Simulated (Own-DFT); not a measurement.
# Same atoms, different arrangement: C36Si36, 72 atoms

Calculated results; nothing here was measured. They come from Own-DFT, an in-house plane-wave density functional program, since retired, whose code no person has reviewed. Each row is one single-point run on a periodic cell that was not relaxed, without spin or spin-orbit coupling.

Settings of every run: PBE; PseudoDojo norm-conserving scalar-relativistic files; cutoff 42 hartree; 4 x 4 x 3 k mesh centred on Gamma; Fermi-Dirac smearing of 0.1 eV.

Known limits, some of them of some rows only: some atoms lie very close together; not probed for a lower state with spin; forces on such cells passed a denser k mesh, each cell not checked; stress not checked against mesh or cutoff.

All cells hold the same atoms in the same cell, with vectors in Å (9.248, 0.000, 0.000); (-4.624, 8.009, 0.000); (0.000, 0.000, 10.068). Every atom was moved at random from its ideal site; u is the rms move along one axis. The defect's site can differ from row to row. E is the free energy of the cell above the lowest run. The arrangements:

- A: 2H SiC
- B: 2H SiC, with one C on a Si site and one Si on a C site, 1.9 Å apart
- C: 4H SiC
- D: 4H SiC, with one C on a Si site and one Si on a C site, 1.9 Å apart

```
arrangement   u (Å)  E (eV)  P (GPa)
          A  0.0283   0.529     3.67
          A  0.0304   0.856     3.89
          A  0.0311   0.829     3.96
          A  0.0566   7.056     5.84
          A  0.0570   7.052     5.78
          A  0.0617   9.601     6.67
          B  0.0295  12.288     7.72
          B  0.0297  11.130     7.18
          B  0.0301  10.809     7.34
          B  0.0499  14.368     8.45
          B  0.0502  14.692     8.36
          B  0.0540  16.875     9.42
          C  0.0277   0.000     3.54
          C  0.0326   0.809     3.85
          C  0.0327   1.246     3.91
          C  0.0548   6.396     5.87
          C  0.0560   7.565     6.35
          C  0.0604   8.682     6.34
          D  0.0250  10.587     7.09
          D  0.0260  11.581     7.57
          D  0.0305  10.780     7.15
          D  0.0486  16.145     9.11
          D  0.0493  15.824     9.14
          D  0.0500  17.019     9.29
```

Question: once the cost of the random moves is taken out, how do the arrangements rank?

## Worked answer

Fit E = a + b u², with one b for all and one a for each arrangement, and with residuals divided by u², since the noise grows with the moves. Then b = 2763 eV/Å², the scatter at u = 0.04 Å is 0.80 eV, and against A:

- B: 10.60 ± 0.34 eV (higher)
- C: -0.26 ± 0.36 eV (not told apart from A)
- D: 10.81 ± 0.32 eV (higher)

These are energies of unrelaxed cells. Relaxing the atoms lowers the strained arrangements most, so the gaps would shrink and small ones could change sign.
